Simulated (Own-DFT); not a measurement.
## Calculated data, GaN (wurtzite, strained, atoms displaced), Si3N4 (beta silicon nitride, strained, atoms displaced), GaP (zincblende, strained, atoms displaced)

Computed with Own-DFT development build. A calculation, not a measurement: plane-wave PBE density functional theory by an unreviewed code, no spin, of a simulated periodic cell, stress positive in tension, free energy of the whole cell less one offset for each atom, forces on such cells passed a denser k mesh, this cell's mesh not checked; offsets are fitted by least squares, one for each functional and potential file, so energies compare only between cells with the same atoms and settings and are not formation energies; the far tail of each file's local potential was reset to the Coulomb form; each entry is a single point on an unrelaxed cell, so the pressure reflects the starting lattice, mostly measured values (interpolated for alloys), from which strain is counted, and rises with the displacements; printed positions are rounded, which can move forces by about a meV/angstrom; the program, named Own-DFT, is a retired in-house code; no spin-orbit coupling.

Settings shared by all entries: functional PBE.

```yaml
- entry: 1
  formula: GaN
  kind: "wurtzite, strained, atoms displaced"
  structure:
    cell_angstrom: [[12.756, 0.0, 0.0], [-4.7835, 8.2853, 0.0], [0.0, 0.0, 10.6811]]
    atoms_fractional:
      - [Ga, 0.08644, 0.21802, 0.00267]
      - [Ga, 0.16462, 0.10365, 0.2453]
      - ["N", 0.08304, 0.23393, 0.18842]
      - ["N", 0.16495, 0.1213, 0.44576]
      - [Ga, 0.0847, 0.22936, 0.49686]
      - [Ga, 0.16105, 0.11123, 0.74587]
      - ["N", 0.08688, 0.22198, 0.69013]
      - ["N", 0.16529, 0.10793, 0.94895]
      - [Ga, 0.07953, 0.5564, 0.99985]
      - [Ga, 0.16425, 0.45436, 0.2498]
      - ["N", 0.08349, 0.55621, 0.18972]
      - ["N", 0.17001, 0.45115, 0.43809]
      - [Ga, 0.08462, 0.55726, 0.50664]
      - [Ga, 0.16898, 0.43805, 0.75587]
      - ["N", 0.08595, 0.55723, 0.6917]
      - ["N", 0.16302, 0.43985, 0.92938]
      - [Ga, 0.08603, 0.89273, 0.99807]
      - [Ga, 0.16515, 0.77692, 0.25001]
      - ["N", 0.08547, 0.89361, 0.18847]
      - ["N", 0.1726, 0.77526, 0.44256]
      - [Ga, 0.08524, 0.88856, 0.49976]
      - [Ga, 0.16959, 0.77848, 0.74908]
      - ["N", 0.07396, 0.88869, 0.69073]
      - ["N", 0.1663, 0.77512, 0.93861]
      - [Ga, 0.34567, 0.23356, 0.99827]
      - [Ga, 0.4159, 0.11106, 0.25281]
      - ["N", 0.3367, 0.22236, 0.19195]
      - ["N", 0.42147, 0.11454, 0.43655]
      - [Ga, 0.33286, 0.23472, 0.50375]
      - [Ga, 0.41756, 0.11587, 0.74714]
      - ["N", 0.33492, 0.22529, 0.68124]
      - ["N", 0.41604, 0.11275, 0.93888]
      - [Ga, 0.32789, 0.5528, 0.00799]
      - [Ga, 0.41862, 0.44354, 0.2495]
      - ["N", 0.31916, 0.54155, 0.19347]
      - ["N", 0.41411, 0.44432, 0.441]
      - [Ga, 0.33049, 0.54978, 0.49641]
      - [Ga, 0.41641, 0.43555, 0.75105]
      - ["N", 0.33794, 0.55513, 0.69138]
      - ["N", 0.41575, 0.4322, 0.93807]
      - [Ga, 0.32675, 0.88049, 0.99054]
      - [Ga, 0.41199, 0.77408, 0.25727]
      - ["N", 0.33377, 0.8976, 0.19129]
      - ["N", 0.41238, 0.77472, 0.43917]
      - [Ga, 0.33503, 0.87751, 0.49203]
      - [Ga, 0.41488, 0.77791, 0.74831]
      - ["N", 0.33396, 0.88325, 0.69974]
      - ["N", 0.41974, 0.77384, 0.94214]
      - [Ga, 0.58533, 0.21777, 0.9928]
      - [Ga, 0.66372, 0.11227, 0.24927]
      - ["N", 0.57246, 0.21217, 0.18718]
      - ["N", 0.66934, 0.10948, 0.43856]
      - [Ga, 0.58477, 0.22781, 0.50199]
      - [Ga, 0.66751, 0.1164, 0.74966]
      - ["N", 0.57912, 0.21374, 0.69082]
      - ["N", 0.66826, 0.11645, 0.93105]
      - [Ga, 0.58253, 0.55994, 0.00557]
      - [Ga, 0.66358, 0.43899, 0.24585]
      - ["N", 0.58759, 0.5517, 0.18094]
      - ["N", 0.6693, 0.44969, 0.44422]
      - [Ga, 0.58222, 0.55509, 0.50169]
      - [Ga, 0.67384, 0.4421, 0.74869]
      - ["N", 0.58553, 0.54977, 0.68728]
      - ["N", 0.66435, 0.44511, 0.94264]
      - [Ga, 0.58176, 0.88892, 0.0023]
      - [Ga, 0.66723, 0.78402, 0.2454]
      - ["N", 0.57697, 0.88144, 0.18983]
      - ["N", 0.66571, 0.7735, 0.44089]
      - [Ga, 0.5895, 0.88849, 0.49392]
      - [Ga, 0.66217, 0.77075, 0.75051]
      - ["N", 0.57873, 0.88337, 0.68984]
      - ["N", 0.66711, 0.77618, 0.94162]
      - [Ga, 0.82999, 0.22086, 0.99476]
      - [Ga, 0.92395, 0.11637, 0.25028]
      - ["N", 0.82829, 0.22785, 0.1858]
      - ["N", 0.92048, 0.1156, 0.44877]
      - [Ga, 0.8214, 0.21083, 0.5039]
      - [Ga, 0.92033, 0.12457, 0.7443]
      - ["N", 0.83138, 0.22592, 0.68487]
      - ["N", 0.91199, 0.11161, 0.93836]
      - [Ga, 0.82591, 0.54735, 0.00308]
      - [Ga, 0.9162, 0.44743, 0.24852]
      - ["N", 0.83714, 0.54552, 0.19036]
      - ["N", 0.92442, 0.45192, 0.43843]
      - [Ga, 0.83626, 0.54821, 0.49721]
      - [Ga, 0.91752, 0.43864, 0.7551]
      - ["N", 0.83491, 0.55436, 0.69204]
      - ["N", 0.92945, 0.45097, 0.94179]
      - [Ga, 0.8288, 0.87413, 0.0011]
      - [Ga, 0.91082, 0.77497, 0.24884]
      - ["N", 0.83559, 0.89433, 0.18938]
      - ["N", 0.91529, 0.77225, 0.43948]
      - [Ga, 0.83051, 0.88822, 0.49413]
      - [Ga, 0.91933, 0.78532, 0.74715]
      - ["N", 0.82726, 0.88958, 0.69261]
      - ["N", 0.91579, 0.78038, 0.93215]
  settings:
    potential_files: "PseudoDojo norm-conserving, scalar-relativistic, standard set with the stringent files for Ga"
    "wave_cutoff [hartree]": 96.0
    occupations: Gaussian
    "smearing_width [eV]": 0.01
    k_mesh: "3 x 4 x 3 centred on Gamma"
  results:
    "free_energy_of_cell_above_offsets [eV]": "-5.037"
    "pressure [GPa]": 2.01
    "stress_xx [GPa]": -6.6
    "stress_yy [GPa]": -4.66
    "stress_zz [GPa]": 5.23
    "stress_yz [GPa]": 0.02
    "stress_xz [GPa]": -0.16
    "stress_xy [GPa]": -0.38
    force_element: [Ga, Ga, "N", "N", Ga, Ga, "N", "N", Ga, Ga, "N", "N", Ga, Ga, "N", "N", Ga, Ga, "N", "N", Ga, Ga, "N", "N", Ga, Ga, "N", "N", Ga, Ga, "N", "N", Ga, Ga, "N", "N", Ga, Ga, "N", "N", Ga, Ga, "N", "N", Ga, Ga, "N", "N", Ga, Ga, "N", "N", Ga, Ga, "N", "N", Ga, Ga, "N", "N", Ga, Ga, "N", "N", Ga, Ga, "N", "N", Ga, Ga, "N", "N", Ga, Ga, "N", "N", Ga, Ga, "N", "N", Ga, Ga, "N", "N", Ga, Ga, "N", "N", Ga, Ga, "N", "N", Ga, Ga, "N", "N"]
    "force_x [eV/angstrom]": [-1.851, -0.171, 1.12, 1.36, -0.152, 1.615, -1.376, 1.115, 2.611, -0.208, -0.969, -0.819, 0.276, -0.042, 0.065, 0.404, -0.355, 0.321, -0.636, -1.597, -0.297, -1.063, 2.924, -0.9, -1.075, -0.519, -0.863, -0.754, 0.824, -0.442, -0.433, 0.67, 0.327, -0.51, 2.622, 0.967, 0.079, -0.04, -0.397, -0.71, 1.283, -0.563, 0.288, 2.657, -1.409, 1.215, -1.035, -0.902, -1.476, 0.112, 1.752, -1.755, -0.104, 0.292, 0.369, 0.229, 0.043, 0.764, -1.11, 0.019, 0.125, -1.235, -0.286, 0.239, 0.458, 0.498, -0.01, -0.034, -1.575, -0.002, 0.649, -0.948, 0.982, -1.604, 0.893, -1.087, 2.36, 0.058, 0.041, 1.002, 1.397, 1.908, -3.049, -0.271, -0.588, -0.067, 0.774, -3.786, -0.085, 1.087, -0.206, -0.034, 1.104, -2.006, 0.621, 0.883]
    "force_y [eV/angstrom]": [0.52, 2.399, -0.916, -1.461, 0.342, -0.517, 0.734, 1.02, 0.581, -1.655, 0.719, -0.463, -0.292, 1.18, -0.641, 0.372, -1.149, 0.44, -1.747, 0.378, 0.372, -0.169, 0.641, 0.001, -3.216, -0.116, 0.256, -0.386, -2.054, -1.084, -1.107, -0.773, -0.421, -0.246, 1.927, 1.039, 0.808, 1.406, -0.494, 3.516, 1.345, 0.051, -1.899, -0.675, 2.686, -0.952, 1.389, -0.145, 0.411, -0.075, 1.168, -0.314, -0.684, -1.69, 1.304, -0.976, -0.776, -0.438, 0.922, -0.59, -0.264, 0.108, -0.17, -0.413, 0.136, -0.868, 0.678, 0.075, -0.34, 0.415, 0.864, -0.045, 0.49, 0.306, -0.935, -0.51, 2.118, -1.857, -0.187, -0.477, 0.964, -1.2, 1.858, -1.586, 0.86, 1.579, 0.177, -1.825, 2.176, -0.148, -0.507, 0.586, -0.014, -1.413, 0.503, -0.937]
    "force_z [eV/angstrom]": [-0.168, 1.06, -0.057, -1.317, 0.919, 1.11, -0.97, -1.673, 0.904, 1.329, -0.833, -0.212, 0.167, -1.378, -0.161, 2.512, 0.329, 0.288, -0.304, -0.661, 0.168, 0.324, -0.99, -0.473, 1.775, 0.482, -0.609, 0.8, -0.911, 0.624, 1.186, -0.848, -0.95, 0.353, -0.778, -1.232, 1.46, 0.2, -0.628, -0.535, 1.398, -1.148, -0.679, -0.502, 1.784, 0.836, -1.681, -0.33, 1.092, 0.01, -0.625, -0.797, 0.022, -0.298, -0.773, 0.525, -1.542, 0.791, 1.733, -1.275, 0.528, 0.498, 0.261, -0.746, -0.224, 0.661, -0.094, -1.513, 1.495, 0.208, -0.647, -0.279, 1.044, 0.341, 0.065, -1.456, -0.331, 1.118, 0.298, -0.269, -0.493, 1.287, -0.964, -0.394, 1.038, -0.162, -0.605, -1.129, -0.398, 0.565, -0.156, -0.548, 1.515, 0.586, -1.004, 1.059]
- entry: 2
  formula: Si3N4
  kind: "beta silicon nitride, strained, atoms displaced"
  structure:
    cell_angstrom:
      - [7.6671, -0.1324, 0.1223]
      - [-3.9482, 6.6323, 0.0386]
      - [0.1404, 0.1322, 8.7984]
    atoms_fractional:
      - [Si, 0.17006, 0.77065, 0.08628]
      - [Si, 0.23262, 0.40231, 0.07782]
      - [Si, 0.60971, 0.83302, 0.09662]
      - [Si, 0.82201, 0.22449, 0.25471]
      - [Si, 0.76454, 0.587, 0.24411]
      - [Si, 0.4005, 0.17459, 0.24662]
      - ["N", 0.31668, 0.02317, 0.08038]
      - ["N", 0.96156, 0.29404, 0.08351]
      - ["N", 0.70246, 0.6812, 0.08317]
      - ["N", 0.65308, 0.95697, 0.24927]
      - ["N", 0.0261, 0.70442, 0.23912]
      - ["N", 0.30063, 0.33475, 0.25575]
      - ["N", 0.3341, 0.66281, 0.07718]
      - ["N", 0.67125, 0.34604, 0.25661]
      - [Si, 0.17243, 0.76171, 0.41034]
      - [Si, 0.22653, 0.40768, 0.42549]
      - [Si, 0.59336, 0.82136, 0.42397]
      - [Si, 0.82584, 0.22421, 0.58335]
      - [Si, 0.76783, 0.58155, 0.58288]
      - [Si, 0.41559, 0.17599, 0.57478]
      - ["N", 0.33564, 0.03669, 0.41362]
      - ["N", 0.96151, 0.29492, 0.42514]
      - ["N", 0.69985, 0.66768, 0.41769]
      - ["N", 0.66167, 0.9678, 0.57638]
      - ["N", 0.03109, 0.69374, 0.58403]
      - ["N", 0.30469, 0.33178, 0.57781]
      - ["N", 0.32664, 0.66811, 0.42471]
      - ["N", 0.67378, 0.33458, 0.58656]
      - [Si, 0.16963, 0.76235, 0.75195]
      - [Si, 0.23564, 0.42282, 0.75371]
      - [Si, 0.58522, 0.83096, 0.75047]
      - [Si, 0.82221, 0.23545, 0.90834]
      - [Si, 0.7707, 0.59382, 0.91935]
      - [Si, 0.41563, 0.17499, 0.92098]
      - ["N", 0.3344, 0.02688, 0.75266]
      - ["N", 0.97801, 0.30859, 0.75128]
      - ["N", 0.71116, 0.66963, 0.74271]
      - ["N", 0.64334, 0.95027, 0.91857]
      - ["N", 0.02168, 0.70275, 0.91556]
      - ["N", 0.31427, 0.34944, 0.9167]
      - ["N", 0.31782, 0.65365, 0.75421]
      - ["N", 0.67354, 0.33331, 0.92349]
  settings:
    potential_files: "PseudoDojo norm-conserving, scalar-relativistic, standard set"
    "wave_cutoff [hartree]": 42.0
    occupations: Fermi-Dirac
    "smearing_width [eV]": 0.1
    k_mesh: "3 x 3 x 3 centred on Gamma"
  results:
    "free_energy_of_cell_above_offsets [eV]": "-2.769"
    "pressure [GPa]": 5.17
    "stress_xx [GPa]": -2.27
    "stress_yy [GPa]": -10.97
    "stress_zz [GPa]": -2.26
    "stress_yz [GPa]": 4.13
    "stress_xz [GPa]": 7.05
    "stress_xy [GPa]": -5.98
    force_element: [Si, Si, Si, Si, Si, Si, "N", "N", "N", "N", "N", "N", "N", "N", Si, Si, Si, Si, Si, Si, "N", "N", "N", "N", "N", "N", "N", "N", Si, Si, Si, Si, Si, Si, "N", "N", "N", "N", "N", "N", "N", "N"]
    "force_x [eV/angstrom]": [3.05, -1.109, -2.994, -0.903, -1.943, -0.394, 0.499, 0.439, 2.497, 0.425, -0.01, -0.396, -1.277, 0.951, -1.332, 1.273, 0.436, -1.506, -1.009, -2.071, -0.034, 1.266, 0.221, 0.053, 0.47, -0.149, 1.158, 0.915, -0.512, 3.823, 1.854, 1.438, -2.885, -2.479, 0.135, -1.751, -2.265, 1.028, 2.648, 1.853, -0.048, -1.365]
    "force_y [eV/angstrom]": [-2.266, 1.149, -3.251, 0.887, 3.959, 1.033, 2.987, -0.28, -1.855, 3.565, -0.507, -0.457, 1.069, -5.286, 1.333, -0.382, -1.815, 1.184, 3.152, -0.237, -2.11, 0.547, 0.175, 0.16, 0.33, -0.026, -0.697, -2.459, 0.693, -6.525, -2.691, -2.179, 0.679, -0.078, 0.92, -1.679, 0.939, 4.073, 0.707, -2.181, 6.772, 0.647]
    "force_z [eV/angstrom]": [-3.978, 2.485, -4.835, -0.374, 1.129, 0.092, 1.432, -0.88, 0.303, 3.885, 4.442, -1.356, 1.208, -0.653, 0.623, -1.622, -1.727, 2.81, -0.399, 1.912, -0.242, -3.71, -0.216, 2.307, -0.511, 1.916, -0.331, -0.079, -0.973, -1.01, 0.308, 2.9, -1.322, -2.389, -0.613, -1.673, 1.844, -0.343, 1.468, -1.28, -0.466, -0.083]
- entry: 3
  formula: GaP
  kind: "zincblende, strained, atoms displaced"
  structure:
    cell_angstrom: [[10.862, 0.0, 0.0], [0.0, 10.862, 0.0], [0.0, 0.0, 10.9361]]
    atoms_fractional:
      - [Ga, 0.00011, 0.99954, 0.00506]
      - [Ga, 0.00389, 0.24908, 0.25179]
      - [Ga, 0.25506, 0.99636, 0.25658]
      - [Ga, 0.24405, 0.25168, 0.01203]
      - [P, 0.12903, 0.12415, 0.13035]
      - [P, 0.13405, 0.3771, 0.38464]
      - [P, 0.37168, 0.12471, 0.37494]
      - [P, 0.37229, 0.37604, 0.12079]
      - [Ga, 0.00114, 0.99391, 0.50438]
      - [Ga, 0.00796, 0.25391, 0.74498]
      - [Ga, 0.24804, 0.99305, 0.74652]
      - [Ga, 0.25086, 0.25086, 0.49623]
      - [P, 0.12319, 0.13049, 0.62325]
      - [P, 0.12249, 0.37743, 0.87355]
      - [P, 0.37902, 0.12772, 0.87391]
      - [P, 0.3685, 0.38034, 0.62818]
      - [Ga, 0.00251, 0.49345, 0.00119]
      - [Ga, 0.98717, 0.75115, 0.24693]
      - [Ga, 0.25531, 0.49921, 0.25656]
      - [Ga, 0.24937, 0.74959, 0.99767]
      - [P, 0.13155, 0.62628, 0.12664]
      - [P, 0.12558, 0.86507, 0.37584]
      - [P, 0.37836, 0.62249, 0.37993]
      - [P, 0.37364, 0.87726, 0.13509]
      - [Ga, 0.00666, 0.49283, 0.48971]
      - [Ga, 0.99412, 0.7483, 0.74511]
      - [Ga, 0.25827, 0.50342, 0.75004]
      - [Ga, 0.25398, 0.75514, 0.5032]
      - [P, 0.12114, 0.62744, 0.62594]
      - [P, 0.12141, 0.87616, 0.87288]
      - [P, 0.38278, 0.61991, 0.87745]
      - [P, 0.37125, 0.87103, 0.62933]
      - [Ga, 0.50085, 0.99687, 0.99995]
      - [Ga, 0.505, 0.25165, 0.23575]
      - [Ga, 0.7576, 0.99629, 0.24962]
      - [Ga, 0.75768, 0.24474, 0.99652]
      - [P, 0.61759, 0.12321, 0.12666]
      - [P, 0.62368, 0.37404, 0.37244]
      - [P, 0.87292, 0.12283, 0.37927]
      - [P, 0.87985, 0.37709, 0.12487]
      - [Ga, 0.50368, 0.00059, 0.49406]
      - [Ga, 0.50868, 0.25929, 0.74605]
      - [Ga, 0.74075, 0.99949, 0.75235]
      - [Ga, 0.75405, 0.25284, 0.49706]
      - [P, 0.62515, 0.12995, 0.62112]
      - [P, 0.61473, 0.3778, 0.87517]
      - [P, 0.87554, 0.12537, 0.86663]
      - [P, 0.86747, 0.37196, 0.62314]
      - [Ga, 0.50337, 0.49855, 0.99758]
      - [Ga, 0.49588, 0.75485, 0.25313]
      - [Ga, 0.7489, 0.51073, 0.24903]
      - [Ga, 0.7531, 0.73904, 0.9989]
      - [P, 0.62771, 0.61278, 0.12707]
      - [P, 0.61913, 0.87494, 0.37176]
      - [P, 0.87814, 0.62382, 0.38388]
      - [P, 0.88054, 0.87852, 0.11884]
      - [Ga, 0.50185, 0.49737, 0.49724]
      - [Ga, 0.4982, 0.75097, 0.75512]
      - [Ga, 0.75118, 0.50354, 0.75538]
      - [Ga, 0.75199, 0.75023, 0.4966]
      - [P, 0.62445, 0.62826, 0.62664]
      - [P, 0.62929, 0.87877, 0.87122]
      - [P, 0.873, 0.625, 0.874]
      - [P, 0.87558, 0.87892, 0.62851]
  settings:
    potential_files: "PseudoDojo norm-conserving, scalar-relativistic, standard set"
    "wave_cutoff [hartree]": 42.0
    occupations: Fermi-Dirac
    "smearing_width [eV]": 0.1
    hardware: "one NVIDIA H100"
    k_mesh: "3 x 3 x 3 centred on Gamma"
  results:
    "free_energy_of_cell_above_offsets [eV]": "-33.062"
    "pressure [GPa]": 3.62
    "stress_xx [GPa]": -3.73
    "stress_yy [GPa]": -3.83
    "stress_zz [GPa]": -3.31
    "stress_yz [GPa]": -0.69
    "stress_xz [GPa]": 0.28
    "stress_xy [GPa]": 0.56
    force_element: [Ga, Ga, Ga, Ga, P, P, P, P, Ga, Ga, Ga, Ga, P, P, P, P, Ga, Ga, Ga, Ga, P, P, P, P, Ga, Ga, Ga, Ga, P, P, P, P, Ga, Ga, Ga, Ga, P, P, P, P, Ga, Ga, Ga, Ga, P, P, P, P, Ga, Ga, Ga, Ga, P, P, P, P, Ga, Ga, Ga, Ga, P, P, P, P]
    "force_x [eV/angstrom]": [0.654, -0.165, -1.071, 0.363, -0.439, -0.386, 0.947, 0.363, 0.355, -1.027, 0.009, 0.52, 0.667, 0.946, -0.569, 1.116, 0.176, 1.298, -0.085, 0.326, -0.908, -0.42, -0.158, 0.169, -0.893, 0.295, -1.355, -0.472, 0.568, -0.046, -0.677, 1.149, -0.45, -1.045, -0.92, -0.891, 2.008, 0.347, 0.783, -0.699, -0.754, -1.383, 0.995, -0.787, 0.036, 2.288, 0.508, 1.188, -0.547, 0.208, 1.156, -0.628, -1.171, 1.457, -0.29, -1.388, 0.072, 0.354, -0.732, -0.476, 0.106, -0.783, 1.104, -0.918]
    "force_y [eV/angstrom]": [1.027, 0.178, 0.171, -0.239, -0.629, -0.632, 0.538, 0.476, 0.497, 0.097, 1.357, -0.495, -0.955, -0.174, -0.073, -0.884, 1.116, -0.582, 0.271, 0.236, -0.359, 0.814, 0.631, -0.467, 0.691, 0.148, 0.393, -1.125, -0.536, -0.42, 0.992, 0.622, 0.182, 0.439, 0.446, 0.454, -0.684, 0.006, -0.102, -0.385, 0.268, -0.842, 0.906, -0.331, -0.365, -0.329, -0.267, 0.919, -0.107, -1.264, -1.637, 0.978, 2.21, -0.117, 0.06, -0.875, 0.05, -0.032, -0.474, 0.434, -0.204, -1.333, -0.437, -0.25]
    "force_z [eV/angstrom]": [-1.157, 0.438, 0.249, -1.722, 0.244, -2.046, -0.215, 0.578, -0.464, 0.201, 0.507, 1.143, -0.295, 0.065, -0.002, -0.932, -0.061, 0.307, -0.49, 0.089, 0.195, -0.269, -0.186, -1.736, 2.016, 0.539, 0.368, -0.127, -0.297, 0.24, 0.183, -0.475, -0.132, 1.419, -0.075, 0.322, -0.787, -0.371, -0.417, 0.572, 0.932, -0.282, -1.019, -0.213, -0.05, 0.17, 0.418, 0.358, 0.778, -0.31, 1.19, 0.279, -0.694, 0.093, -1.203, 0.397, 0.774, -0.36, -0.636, 0.769, -0.196, 1.393, 0.245, -0.252]
    "wall_time [s]": 492.9
```
